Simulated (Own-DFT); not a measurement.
## Calculated data, Al5Ga3N8 (wurtzite random alloy, atoms displaced)

Computed with Own-DFT development build. A calculation, not a measurement: plane-wave PBE density functional theory by an unreviewed code, no spin, of a simulated periodic cell, stress positive in tension, free energy of the whole cell less one offset for each atom, forces on such cells passed a denser k mesh, this cell's mesh not checked; offsets are fitted by least squares, one for each functional and potential file, so energies compare only between cells with the same atoms and settings and are not formation energies; the far tail of each file's local potential was reset to the Coulomb form; each entry is a single point on an unrelaxed cell, so the pressure reflects the starting lattice, mostly measured values, from which strain is counted, and rises with the displacements; printed positions are rounded, which can move forces by about a meV/angstrom; the program is a retired in-house code; no spin-orbit coupling.

```xyz
128
Lattice="12.5635 0.0000 0.0000 -6.2817 10.8803 0.0000 0.0000 0.0000 10.1163" Properties=species:S:1:pos:R:3:force_x:R:1:force_y:R:1:force_z:R:1 formula=Al5Ga3N8 functional=PBE potential_files=PseudoDojo_norm-conserving,scalar-relativistic,standard_set wave_cutoff=42 occupations=Fermi-Dirac smearing_width=0.05 k_mesh=3_x_3_x_3_centred_on_Gamma free_energy_of_cell_above_offsets=-24.535 pressure=5.66 stress_xx=-5.19 stress_yy=-6.28 stress_zz=-5.52 stress_yz=0.14 stress_xz=0.03 stress_xy=0.26
Ga     0.0331     1.8422     0.0052     -0.602     -0.592      0.412
Al     1.5828     0.8535     2.5322     -0.012      0.846     -0.138
N     -0.0491     1.8060     1.9450      3.051      0.842     -0.185
N      1.5459     0.8170     4.4416     -0.147      0.826      -0.52
Al     0.0545     1.7778     5.0771     -1.071     -0.197     -0.282
Ga     1.5200     0.9110     7.6202      0.766      0.004     -1.228
N     -0.0078     1.7792     6.9754     -1.058      0.567     -0.495
N      1.5442     0.9176     9.4605      1.602     -0.667      2.342
Ga    -1.5641     4.5085    10.0813     -0.828     -0.299      1.012
Al     0.0050     3.6062     2.5024     -0.242      0.548      0.582
N     -1.5662     4.5373     1.9192     -0.189      0.183      1.316
N      0.0017     3.5729     4.4759     -0.419      0.318     -0.725
Al    -1.5634     4.5012     5.0411     -0.327        0.2       0.31
Ga    -0.0140     3.6364     7.5709      0.799     -0.896      0.493
N     -1.5107     4.5757     7.0555     -1.593      0.524     -2.039
N     -0.0096     3.6310     9.5545      1.503       0.38     -0.771
Ga    -3.0921     7.2280     0.0112     -0.926      0.124      -0.19
Al    -1.5743     6.3882     2.5236      0.221     -0.873      -0.07
N     -3.1401     7.2876     1.9558      0.083     -0.499      0.316
N     -1.6124     6.4057     4.4596      1.438     -1.307     -0.323
Al    -3.1050     7.2573     5.0586      -1.16      0.658      0.351
Al    -1.5629     6.3566     7.5970     -0.128      0.205      0.068
N     -3.1528     7.2382     7.0074      0.422       0.63     -0.389
N     -1.5448     6.2937     9.5272      0.861      1.595     -0.975
Al    -4.7030     9.9537    10.1048     -0.298      0.366      0.127
Al    -3.1258     9.0665     2.5088     -0.176      0.506      0.201
N     -4.7107     9.9537     1.9236       1.45      0.779     -1.008
N     -3.0878     9.1022     4.3974     -0.565     -0.593      0.809
Al    -4.7006     9.9722     5.0897     -0.338     -0.818     -0.684
Al    -3.1218     9.1138     7.5986     -1.301     -0.963     -0.329
N     -4.7933     9.9911     6.9650       3.08     -0.344     -0.464
N     -3.1349     9.0819     9.5111      0.406      0.598     -0.213
Al     3.1612     1.8334    10.0563      -0.42      0.012      0.844
Ga     4.7204     0.8825     2.5071       0.53      1.903      0.685
N      3.1928     1.8498     1.9367      -2.02     -1.046     -1.372
N      4.7087     0.9519     4.4581       1.25     -1.477      0.256
Ga     3.1202     1.7944     5.0223     -0.187     -0.221      0.728
Al     4.6950     0.8849     7.5354     -0.286      0.292      0.282
N      3.1112     1.8206     6.9781      0.786      0.093       0.78
N      4.7028     0.8863     9.5376     -0.001       0.08     -1.037
Al     1.5695     4.5328    10.0826      0.055      0.459        0.4
Ga     3.0897     3.6428     2.5845      0.462     -0.064     -0.831
N      1.5536     4.5601     1.9017      -0.67      -0.95     -0.786
N      3.1114     3.6035     4.4706      1.446      0.794      0.274
Ga     1.6146     4.5429     5.0828     -1.042     -0.256     -0.131
Al     3.1326     3.6154     7.6651       0.35      0.279     -2.651
N      1.5701     4.5178     6.9775       0.92      0.811      1.208
N      3.1312     3.6640     9.4529     -0.668         -1      1.455
Al     0.0183     7.2374    10.0941      0.449      0.052     -0.012
Ga     1.5914     6.3685     2.4961      -0.29     -0.593      0.278
N      0.0355     7.2398     1.9070     -1.785      0.413     -0.622
N      1.5952     6.3396     4.4147     -1.641      0.305       0.53
Al     0.0141     7.2317     5.0224      0.019     -0.091      0.706
Al     1.5323     6.3513     7.5929      2.066     -0.153      0.076
N      0.0392     7.2354     7.0200     -1.076      0.627     -1.103
N      1.6366     6.3644     9.4966     -1.347     -0.681      0.281
Al    -1.5686     9.9697    10.1148      0.449     -0.038     -0.075
Ga    -0.0543     9.0745     2.5635      1.643     -0.422     -0.872
N     -1.5221    10.0240     1.9397     -1.799     -1.928     -1.631
N      0.0238     9.0617     4.4498     -0.068     -0.601      1.269
Al    -1.5135     9.9322     5.0277     -1.044      1.288      0.049
Al    -0.0407     9.0642     7.5836      0.811     -0.034     -0.453
N     -1.6046     9.9344     6.9289      0.663      0.493      0.351
N      0.0496     9.0563     9.4369     -1.555     -0.137      1.308
Al     6.2395     1.8537    10.0898      0.528     -0.456      0.462
Ga     7.8316     0.9115     2.5021      0.109      0.091      0.599
N      6.3163     1.8505     1.8876     -0.948     -0.434       -0.8
N      7.8471     0.9105     4.4421     -0.452     -0.467       1.24
Al     6.2799     1.8664     5.0270      0.042     -0.895      0.283
Al     7.8341     0.8644     7.5980      -0.08      1.594      -0.13
N      6.2216     1.8013     6.9399      0.879     -0.984      0.133
N      7.8247     0.9647     9.5023     -0.041     -0.907      0.165
Ga     4.6995     4.6075    10.0876      0.217      -1.64      0.708
Ga     6.2693     3.6368     2.5483      0.101     -0.217     -0.497
N      4.6949     4.5099     1.9263     -0.315      0.278      -0.44
N      6.3045     3.6196     4.4332     -0.613      0.755      1.247
Al     4.7097     4.5719     5.0285      0.094     -1.651      0.697
Ga     6.2712     3.6223     7.5635       0.17     -0.375      0.557
N      4.7422     4.5188     6.9561     -1.836      0.559     -0.313
N      6.2733     3.6176     9.5355     -0.425      -0.11     -0.459
Al     3.1494     7.2170     0.0442      0.128      1.095      -0.89
Ga     4.6936     6.3131     2.5322      0.354      0.614     -0.122
N      3.1158     7.2819     1.9314      0.953      0.638     -0.588
N      4.7041     6.2801     4.4273      1.023      1.029       0.84
Ga     3.1230     7.2476     4.9988       1.13     -0.128        1.8
Al     4.7406     6.3238     7.5502     -0.345      0.299     -0.061
N      3.2150     7.2675     7.0344     -1.547     -0.422     -0.468
N      4.6674     6.3315     9.4571      0.039       1.27     -0.183
Al     1.4972     9.9928     0.0149      1.718     -0.048     -0.466
Al     3.1270     9.0818     2.5342      0.211      0.079      0.316
N      1.5819     9.9902     1.9187     -0.124     -1.056     -0.439
N      3.1917     9.0453     4.5153     -2.566      0.904      -1.82
Al     1.5315     9.9637     5.0470      1.491      0.611      0.673
Al     3.1253     9.0767     7.5992      0.896     -0.305      0.159
N      1.5646    10.0030     7.0587     -0.528     -1.054     -1.439
N      3.1818     9.0215     9.5259     -0.823      0.916      0.248
Al     9.4154     1.7808    10.1150      0.048       0.47      0.704
Ga    11.0364     0.9396     2.5291     -1.899     -1.028      0.561
N      9.3911     1.8288     2.0203      0.911      0.619     -2.218
N     10.9960     0.8819     4.4400      0.058      2.182      0.965
Al     9.4025     1.7952     5.0650      0.409     -0.212      -0.21
Al    11.0054     0.9121     7.6078     -0.441     -0.347     -0.322
N      9.4183     1.8395     6.9866     -0.057     -1.566     -0.281
N     11.0227     0.8821     9.5399     -1.144      0.759     -0.695
Ga     7.8214     4.5434     0.0461       0.53     -0.163     -0.574
Al     9.4223     3.6131     2.5696       0.09      0.281     -0.637
N      7.8593     4.5254     1.9465      0.783      0.811      0.792
N      9.3646     3.5865     4.4416      0.993      0.816      0.751
Al     7.8397     4.5565     5.0215      0.063     -0.654      0.489
Ga     9.4123     3.6275     7.5912     -0.338      0.674      0.009
N      7.7870     4.5749     6.9422      1.224     -0.031     -0.549
N      9.4077     3.5977     9.5268     -0.073     -0.587      0.179
Ga     6.2368     7.2305     0.0098      0.576      0.586     -0.434
Al     7.8491     6.3301     2.5342      0.173      0.217      0.165
N      6.3098     7.2472     1.9361      0.116     -0.735      0.099
N      7.8600     6.3274     4.4634      0.413      0.748     -0.395
Al     6.3384     7.2312     5.1113     -1.205      0.774     -1.613
Al     7.8399     6.3271     7.5553     -0.201       0.67      0.378
N      6.2661     7.2495     6.9265      0.579     -0.591      1.155
N      7.8530     6.3520     9.4782      0.034     -0.015     -0.442
Al     4.6967    10.0222    10.1101      0.146     -1.543      0.489
Ga     6.2876     9.0804     2.4854     -0.577     -0.371       1.13
N      4.6836     9.9643     1.9651     -0.432      0.023     -1.435
N      6.2327     9.1112     4.4605      2.758     -2.011     -0.015
Ga     4.7206     9.9934     4.9958     -0.239      0.009      1.628
Ga     6.2836     9.1188     7.5837     -1.028     -1.463      0.262
N      4.7320     9.9867     6.9808     -1.677      0.841      0.483
N      6.3013     9.0901     9.5035     -0.338      0.394      1.068
```

Units: wave_cutoff in hartree; smearing_width, free_energy_of_cell_above_offsets in eV; pressure, stress_xx, stress_yy, stress_zz, stress_yz, stress_xz, stress_xy in GPa; force_x, force_y, force_z in eV/Å.
